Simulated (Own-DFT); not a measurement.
InAs (zincblende, strongly disordered by large displacements) (calculated)

Computed with Own-DFT development build. A calculation, not a measurement: plane-wave PBE density functional theory by an unreviewed code, no spin, of a simulated periodic cell, stress positive in tension, free energy of the whole cell less one offset for each atom, forces on such cells passed a denser k mesh, this cell's mesh not checked; broken bonds can close the gap or carry spin, so checks made on this kind of crystal may not hold here; offsets are fitted by least squares, one for each functional and potential file, so energies compare only between cells with the same atoms and settings and are not formation energies; the far tail of each file's local potential was reset to the Coulomb form; each entry is a single point on an unrelaxed cell, so the pressure reflects the starting lattice, mostly measured values (interpolated for alloys), from which strain is counted, and rises with the displacements; printed positions are rounded, which can move forces by about a meV/angstrom; the program, named Own-DFT, is a retired in-house code; no spin-orbit coupling.

Common to all runs: functional PBE; potential files PseudoDojo norm-conserving, scalar-relativistic, standard set; wave cutoff 42 hartree; occupations Fermi-Dirac; smearing width 0.1 eV; hardware one NVIDIA H200; k mesh 3 x 3 x 3 centred on Gamma.

(1) 
```cif
# cell vector a (Å): 12.1166 0.0000 0.0000
# cell vector b (Å): 0.0000 12.1166 0.0000
# cell vector c (Å): 0.0000 0.0000 12.1166
data_InAs
_symmetry_space_group_name_H-M 'P 1'
_symmetry_Int_Tables_number 1
_cell_length_a 12.1166
_cell_length_b 12.1166
_cell_length_c 12.1166
_cell_angle_alpha 90.000
_cell_angle_beta 90.000
_cell_angle_gamma 90.000
_cell_volume 1778.86
loop_
_atom_site_label
_atom_site_type_symbol
_atom_site_fract_x
_atom_site_fract_y
_atom_site_fract_z
_atom_site_occupancy
In1 In 0.00375 0.99046 0.00380 1
In2 In 0.99653 0.23153 0.25232 1
In3 In 0.24197 0.99970 0.27633 1
In4 In 0.24783 0.26262 0.99926 1
As1 As 0.12856 0.13461 0.13708 1
As2 As 0.13538 0.38763 0.38636 1
As3 As 0.40836 0.12916 0.37755 1
As4 As 0.36245 0.40693 0.14764 1
In5 In 0.01328 0.99958 0.50967 1
In6 In 0.99823 0.25691 0.75303 1
In7 In 0.25127 0.99097 0.76359 1
In8 In 0.24584 0.26355 0.48973 1
As5 As 0.11448 0.11954 0.60164 1
As6 As 0.11433 0.39400 0.88844 1
As7 As 0.34444 0.11625 0.88989 1
As8 As 0.40015 0.36687 0.61954 1
In9 In 0.01987 0.48528 0.01987 1
In10 In 0.00201 0.75719 0.24665 1
In11 In 0.26564 0.51032 0.25173 1
In12 In 0.28322 0.74688 0.99518 1
As9 As 0.12961 0.64023 0.11946 1
As10 As 0.13340 0.84742 0.35456 1
As11 As 0.37202 0.64469 0.37889 1
As12 As 0.38919 0.87546 0.12568 1
In13 In 0.00101 0.50752 0.51183 1
In14 In 0.00580 0.72646 0.74124 1
In15 In 0.23906 0.51202 0.74442 1
In16 In 0.25056 0.78926 0.49895 1
As13 As 0.11309 0.62261 0.65836 1
As14 As 0.13008 0.87811 0.86505 1
As15 As 0.40242 0.61527 0.86536 1
As16 As 0.36752 0.89176 0.63407 1
In17 In 0.47710 0.97873 0.98300 1
In18 In 0.49434 0.27122 0.24106 1
In19 In 0.76167 0.02250 0.28727 1
In20 In 0.74450 0.26525 0.97197 1
As17 As 0.61186 0.11020 0.11739 1
As18 As 0.60258 0.37397 0.36979 1
As19 As 0.86494 0.13031 0.37402 1
As20 As 0.85818 0.36789 0.13359 1
In21 In 0.53366 0.02774 0.49088 1
In22 In 0.49697 0.25808 0.76849 1
In23 In 0.74587 0.99844 0.77665 1
In24 In 0.72260 0.25194 0.51250 1
As21 As 0.62574 0.11912 0.62241 1
As22 As 0.64902 0.36674 0.87922 1
As23 As 0.86198 0.10449 0.87331 1
As24 As 0.88101 0.37295 0.65537 1
In25 In 0.50096 0.52263 0.00549 1
In26 In 0.51587 0.73975 0.25898 1
In27 In 0.76143 0.53852 0.22723 1
In28 In 0.74589 0.74735 0.00083 1
As25 As 0.66114 0.63643 0.12069 1
As26 As 0.60602 0.87282 0.35769 1
As27 As 0.88454 0.65098 0.38074 1
As28 As 0.87449 0.86671 0.14174 1
In29 In 0.48377 0.50097 0.47026 1
In30 In 0.48872 0.75187 0.76495 1
In31 In 0.72513 0.47527 0.73616 1
In32 In 0.75484 0.78597 0.48729 1
As29 As 0.63856 0.64387 0.61279 1
As30 As 0.63851 0.88930 0.87726 1
As31 As 0.88174 0.58559 0.86698 1
As32 As 0.86915 0.86381 0.60736 1
_calc_free_energy_of_cell_above_offsets '0.987'  # eV
_calc_pressure 9.49  # GPa
_calc_stress_xx -9.24  # GPa
_calc_stress_yy -9.63  # GPa
_calc_stress_zz -9.6  # GPa
_calc_stress_yz 0.13  # GPa
_calc_stress_xz -1.73  # GPa
_calc_stress_xy 0.26  # GPa
_calc_wall_time 1168  # s
```

Force:
```
element  x (eV/Å)  y (eV/Å)  z (eV/Å)
     In    -0.176    -0.002     0.517
     In    -0.516       2.3     0.378
     In     1.815     1.402    -1.085
     In    -0.443     0.904     1.086
     As     0.999    -1.353     -1.15
     As    -1.906     1.162    -1.976
     As    -3.528     0.909    -1.223
     As     4.476    -4.943    -6.215
     In    -3.672    -3.829    -3.213
     In     1.709    -2.929     1.593
     In    -0.914     1.804    -2.137
     In      2.08    -2.207     1.561
     As     3.849     4.059      3.89
     As     2.919    -3.074    -3.647
     As     2.042     1.438    -0.361
     As    -2.036     0.997     0.134
     In    -3.501     2.401     3.184
     In    -0.546    -2.168    -1.342
     In    -5.481      4.98     4.274
     In    -1.327      0.09    -0.089
     As     0.794    -0.638     0.091
     As    -0.341     2.402     1.366
     As     -0.87     0.477     0.129
     As    -1.169     -1.16     2.188
     In    -0.529    -0.284    -0.086
     In    -7.109     6.606     5.475
     In     3.427    -3.053      1.46
     In     0.827    -1.991     1.918
     As     4.939    -3.234    -7.948
     As    -1.747    -2.382     1.744
     As    -3.434    -1.243     0.028
     As     2.444    -0.305    -0.775
     In     1.697     1.818     -0.13
     In    -0.007    -2.295    -1.953
     In    -6.015    -6.177    -6.297
     In     6.507    -8.395     7.911
     As     0.432     1.171     0.009
     As     3.315     0.938     0.339
     As     4.965         5     6.115
     As     1.115     -0.06    -0.163
     In    -2.127     -3.94    -1.603
     In    -0.145    -1.325     0.315
     In     0.456     0.147    -6.582
     In     2.096     1.899    -1.196
     As     1.404     0.906     5.519
     As    -9.076     6.483    -4.486
     As     4.175     3.773      2.54
     As    -1.504     1.167    -3.889
     In     1.799    -1.957     2.122
     In    -1.669    -2.019    -2.964
     In     4.578    -5.132     5.731
     In     3.676     2.626    -3.846
     As    -8.199     1.061    -1.355
     As     2.801      3.32     2.457
     As    -0.439     -1.79     0.171
     As    -1.385     2.074    -1.314
     In     0.825     0.903     2.233
     In     2.775     2.568    -3.016
     In      0.43     3.459    -1.428
     In    -3.508    -2.623    -2.886
     As    -1.254    -0.947     0.298
     As     -3.81    -4.048     2.285
     As    -0.707     1.369      0.65
     As      3.73      2.89     4.648
```

(2) 
```cif
# cell vector a (Å): 12.1166 0.0000 0.0000
# cell vector b (Å): 0.0000 12.1166 0.0000
# cell vector c (Å): 0.0000 0.0000 12.1166
data_InAs
_symmetry_space_group_name_H-M 'P 1'
_symmetry_Int_Tables_number 1
_cell_length_a 12.1166
_cell_length_b 12.1166
_cell_length_c 12.1166
_cell_angle_alpha 90.000
_cell_angle_beta 90.000
_cell_angle_gamma 90.000
_cell_volume 1778.86
loop_
_atom_site_label
_atom_site_type_symbol
_atom_site_fract_x
_atom_site_fract_y
_atom_site_fract_z
_atom_site_occupancy
In1 In 0.97504 0.01117 0.01103 1
In2 In 0.00077 0.25051 0.27978 1
In3 In 0.26128 0.99330 0.27509 1
In4 In 0.26182 0.23236 0.03059 1
As1 As 0.09781 0.16061 0.14790 1
As2 As 0.13168 0.36922 0.38036 1
As3 As 0.38324 0.15872 0.40768 1
As4 As 0.39437 0.38985 0.10969 1
In5 In 0.02178 0.99641 0.48214 1
In6 In 0.97759 0.23020 0.73554 1
In7 In 0.21962 0.03384 0.75456 1
In8 In 0.24914 0.26758 0.50149 1
As5 As 0.11770 0.10812 0.61679 1
As6 As 0.12405 0.36611 0.88664 1
As7 As 0.37346 0.11219 0.85731 1
As8 As 0.37835 0.42240 0.65593 1
In9 In 0.01811 0.50136 0.99355 1
In10 In 0.00654 0.72335 0.25588 1
In11 In 0.21798 0.49869 0.25528 1
In12 In 0.25058 0.77457 0.98579 1
As9 As 0.12775 0.63077 0.14804 1
As10 As 0.13598 0.84430 0.33375 1
As11 As 0.36345 0.61270 0.36494 1
As12 As 0.38092 0.87699 0.15083 1
In13 In 0.05194 0.49615 0.50526 1
In14 In 0.00569 0.72784 0.72529 1
In15 In 0.26184 0.51077 0.77214 1
In16 In 0.22519 0.76253 0.49795 1
As13 As 0.14923 0.64847 0.63591 1
As14 As 0.11041 0.86151 0.89815 1
As15 As 0.37717 0.61718 0.89374 1
As16 As 0.36877 0.85654 0.62508 1
In17 In 0.52829 0.02136 0.01698 1
In18 In 0.49994 0.27753 0.24868 1
In19 In 0.76300 0.99979 0.24077 1
In20 In 0.76136 0.25383 0.97895 1
As17 As 0.63907 0.12711 0.12391 1
As18 As 0.61713 0.39236 0.37196 1
As19 As 0.89040 0.13291 0.36900 1
As20 As 0.87921 0.38102 0.14018 1
In21 In 0.48535 0.97482 0.48722 1
In22 In 0.51692 0.25893 0.75580 1
In23 In 0.73783 0.99752 0.78659 1
In24 In 0.74515 0.24289 0.47592 1
As21 As 0.61768 0.13360 0.66078 1
As22 As 0.63922 0.35904 0.88459 1
As23 As 0.85013 0.11904 0.86752 1
As24 As 0.87829 0.36149 0.60491 1
In25 In 0.49585 0.47679 0.97919 1
In26 In 0.50216 0.73573 0.26295 1
In27 In 0.76991 0.50127 0.23228 1
In28 In 0.75953 0.74465 0.98448 1
As25 As 0.63574 0.63133 0.16066 1
As26 As 0.60898 0.86133 0.39443 1
As27 As 0.88029 0.61727 0.37178 1
As28 As 0.89467 0.87247 0.12994 1
In29 In 0.49194 0.47855 0.48053 1
In30 In 0.47893 0.73599 0.76103 1
In31 In 0.74979 0.52251 0.77556 1
In32 In 0.76098 0.74619 0.50314 1
As29 As 0.62960 0.64182 0.62173 1
As30 As 0.63802 0.86575 0.87031 1
As31 As 0.86778 0.60171 0.89500 1
As32 As 0.85901 0.87879 0.62132 1
_calc_free_energy_of_cell_above_offsets '-1.927'  # eV
_calc_pressure 8.93  # GPa
_calc_stress_xx -9.88  # GPa
_calc_stress_yy -8.6  # GPa
_calc_stress_zz -8.32  # GPa
_calc_stress_yz -1.22  # GPa
_calc_stress_xz 0.96  # GPa
_calc_stress_xy 1.51  # GPa
_calc_wall_time 1136  # s
```

Force:
```
element  x (eV/Å)  y (eV/Å)  z (eV/Å)
     In     1.628     1.207    -0.572
     In    -0.526     4.652    -0.673
     In     0.239     2.752    -0.354
     In     0.171     0.311    -1.228
     As     3.012    -3.753    -3.397
     As    -0.083    -0.636    -1.189
     As     1.596    -2.412    -2.084
     As     -3.91     -1.83     3.265
     In    -1.634    -2.195    -1.037
     In     0.683     0.778     0.143
     In      1.75    -3.859     2.463
     In     0.272    -0.019      3.62
     As    -0.891     3.426    -1.877
     As     0.985    -1.192    -1.362
     As      1.43     1.176     2.197
     As     2.772    -3.958    -3.359
     In    -0.129     0.138     2.109
     In    -4.426      1.22     0.299
     In     3.175     -0.92    -0.232
     In     3.232    -1.768      3.33
     As     1.582    -0.519    -5.775
     As     0.176     2.537     2.287
     As    -0.519     0.048     1.182
     As     0.809     0.093    -2.055
     In    -2.886     1.755     2.028
     In      -4.3     2.754     2.831
     In    -4.452     0.327     1.488
     In     2.478     0.458    -1.483
     As     1.688    -4.193    -0.255
     As    -3.245     2.622    -3.138
     As    -0.169     2.042     1.435
     As    -0.901     1.464     0.378
     In    -3.504    -3.648    -2.729
     In     0.029    -1.677    -0.291
     In    -0.374    -0.772     0.978
     In     1.749    -0.497       4.8
     As     1.955      3.48     2.461
     As     4.131    -1.883     -1.76
     As    -3.257     -4.02     2.241
     As     2.558    -3.085    -2.841
     In    -1.394     2.594     2.428
     In    -3.812     2.219     0.908
     In    -0.663    -0.321    -5.209
     In    -0.838     0.229     1.475
     As     2.373    -3.303     -4.13
     As    -1.803     3.531    -1.978
     As     4.896     1.489     1.345
     As     0.002      1.66     0.359
     In     3.373     1.862    -0.881
     In    -1.277     0.811     0.395
     In    -2.074      1.48     2.399
     In     -0.47     0.801     2.727
     As     0.178    -0.074    -3.565
     As     3.111    -0.485    -2.116
     As     0.031    -0.686     2.045
     As     -1.34     -1.78     0.513
     In     -2.45     3.131     3.081
     In     1.698     0.679    -1.146
     In    -2.933    -2.497    -4.415
     In     0.027    -0.249    -1.105
     As    -1.205    -1.968     1.107
     As     -4.09    -2.587     2.111
     As     3.746     1.967     0.889
     As     2.022      1.09     0.921
```

(3) 
```cif
# cell vector a (Å): 12.1166 0.0000 0.0000
# cell vector b (Å): 0.0000 12.1166 0.0000
# cell vector c (Å): 0.0000 0.0000 12.1166
data_InAs
_symmetry_space_group_name_H-M 'P 1'
_symmetry_Int_Tables_number 1
_cell_length_a 12.1166
_cell_length_b 12.1166
_cell_length_c 12.1166
_cell_angle_alpha 90.000
_cell_angle_beta 90.000
_cell_angle_gamma 90.000
_cell_volume 1778.86
loop_
_atom_site_label
_atom_site_type_symbol
_atom_site_fract_x
_atom_site_fract_y
_atom_site_fract_z
_atom_site_occupancy
In1 In 0.00646 0.99599 0.00207 1
In2 In 0.00461 0.25585 0.26115 1
In3 In 0.22676 0.00259 0.23181 1
In4 In 0.26069 0.27022 0.01179 1
As1 As 0.10752 0.13033 0.12452 1
As2 As 0.12159 0.35578 0.37008 1
As3 As 0.37553 0.11370 0.36539 1
As4 As 0.35660 0.36528 0.11146 1
In5 In 0.02409 0.01735 0.50071 1
In6 In 0.01440 0.24603 0.75805 1
In7 In 0.23830 0.01269 0.74093 1
In8 In 0.24406 0.26245 0.48615 1
As5 As 0.12663 0.13814 0.64152 1
As6 As 0.12206 0.39929 0.86991 1
As7 As 0.40199 0.12294 0.89093 1
As8 As 0.37148 0.37090 0.62679 1
In9 In 0.99033 0.50843 0.02374 1
In10 In 0.98911 0.72749 0.24048 1
In11 In 0.26966 0.49157 0.24604 1
In12 In 0.28981 0.75464 0.98649 1
As9 As 0.13841 0.62481 0.15651 1
As10 As 0.17288 0.86537 0.37874 1
As11 As 0.37192 0.64588 0.37358 1
As12 As 0.34657 0.86060 0.14509 1
In13 In 0.98925 0.49487 0.50336 1
In14 In 0.99089 0.74920 0.75127 1
In15 In 0.23781 0.47551 0.74899 1
In16 In 0.27431 0.75777 0.50899 1
As13 As 0.12749 0.62599 0.62521 1
As14 As 0.11319 0.86949 0.88237 1
As15 As 0.38792 0.59788 0.88140 1
As16 As 0.36456 0.90469 0.62311 1
In17 In 0.49756 0.99339 0.01419 1
In18 In 0.49494 0.25583 0.23546 1
In19 In 0.74902 0.01898 0.24780 1
In20 In 0.74284 0.28975 0.02061 1
As17 As 0.64396 0.09763 0.11527 1
As18 As 0.64700 0.39111 0.40283 1
As19 As 0.87978 0.09436 0.37686 1
As20 As 0.87557 0.38160 0.15629 1
In21 In 0.50647 0.97822 0.48228 1
In22 In 0.49506 0.23610 0.74839 1
In23 In 0.74160 0.00946 0.73755 1
In24 In 0.73063 0.22250 0.48646 1
As21 As 0.63560 0.08847 0.60363 1
As22 As 0.64887 0.38589 0.91848 1
As23 As 0.88901 0.13770 0.88079 1
As24 As 0.88707 0.37280 0.63019 1
In25 In 0.49592 0.49770 0.97876 1
In26 In 0.52244 0.75591 0.25723 1
In27 In 0.72716 0.52081 0.26275 1
In28 In 0.73593 0.73854 0.99540 1
As25 As 0.62499 0.63071 0.10056 1
As26 As 0.65081 0.87954 0.35473 1
As27 As 0.87284 0.64093 0.34494 1
As28 As 0.87306 0.85616 0.12861 1
In29 In 0.50886 0.47994 0.49917 1
In30 In 0.50705 0.74712 0.78432 1
In31 In 0.73649 0.49780 0.73736 1
In32 In 0.75126 0.75921 0.53198 1
As29 As 0.64562 0.63230 0.62296 1
As30 As 0.63761 0.89443 0.86813 1
As31 As 0.89055 0.64889 0.90152 1
As32 As 0.87115 0.89541 0.61293 1
_calc_free_energy_of_cell_above_offsets '-2.712'  # eV
_calc_pressure 8.54  # GPa
_calc_stress_xx -8.71  # GPa
_calc_stress_yy -7.93  # GPa
_calc_stress_zz -8.97  # GPa
_calc_stress_yz 1.87  # GPa
_calc_stress_xz -1.52  # GPa
_calc_stress_xy 0.31  # GPa
_calc_wall_time 1311  # s
```

Force:
```
element  x (eV/Å)  y (eV/Å)  z (eV/Å)
     In    -1.737    -0.154     0.382
     In    -2.651     -2.88    -1.298
     In     0.468     0.984     0.982
     In    -7.426    -7.417    -7.742
     As      0.74     1.109     -0.79
     As     0.886     4.482     0.873
     As    -0.163     0.835    -0.107
     As      8.07     6.737     6.258
     In     0.945    -1.912    -0.064
     In    -1.422     1.994     1.131
     In     0.789    -1.301     3.079
     In      2.05    -2.513      1.63
     As     0.694     0.768    -3.153
     As    -2.825    -2.803     4.317
     As    -2.713       0.6    -0.417
     As     0.717    -0.337    -0.276
     In     1.092     0.155     0.216
     In     4.263     4.041    -2.261
     In    -0.879     0.527     1.676
     In     -2.23    -0.682    -0.701
     As     0.867     -0.41    -2.646
     As    -3.677     1.312        -1
     As     2.018    -2.542    -0.697
     As     2.821     0.487     0.058
     In     0.695     1.317    -1.479
     In     0.252     0.601    -1.177
     In     2.595     3.226     -2.93
     In    -0.628    -1.093     2.483
     As     0.184     0.044    -0.299
     As     2.364    -0.396    -1.055
     As    -5.133     4.127    -4.914
     As      1.88    -1.559     0.799
     In    -0.348    -1.907     0.593
     In     0.824    -1.067     0.823
     In     2.574    -2.191     0.461
     In     6.515    -7.833     6.067
     As    -1.863     4.067     -2.25
     As     0.833    -1.947    -2.483
     As     0.631     2.706     0.162
     As    -0.705     0.611    -0.137
     In    -0.695     0.037    -0.812
     In     1.358     0.244    -0.747
     In     3.687    -0.194     2.809
     In     2.382     0.511     0.069
     As     -3.36     2.672    -0.754
     As    -5.479     5.037    -8.972
     As    -1.883    -0.489     0.549
     As    -1.734    -1.278     0.448
     In     3.285    -3.442     5.274
     In    -1.186    -0.688    -1.108
     In     0.542    -0.124    -1.366
     In     2.121     3.641    -1.681
     As    -3.268    -2.547     3.294
     As    -0.388    -1.244      2.42
     As     -3.77    -3.087     6.558
     As     -0.52     1.825    -0.758
     In    -2.823      2.97     1.462
     In     0.093     0.569    -1.758
     In     2.196    -1.151     1.939
     In     1.557     1.237    -3.882
     As    -4.386    -1.422     1.121
     As    -0.941    -1.304     1.775
     As     -0.35    -1.698    -1.203
     As     2.194     0.137     1.211
```
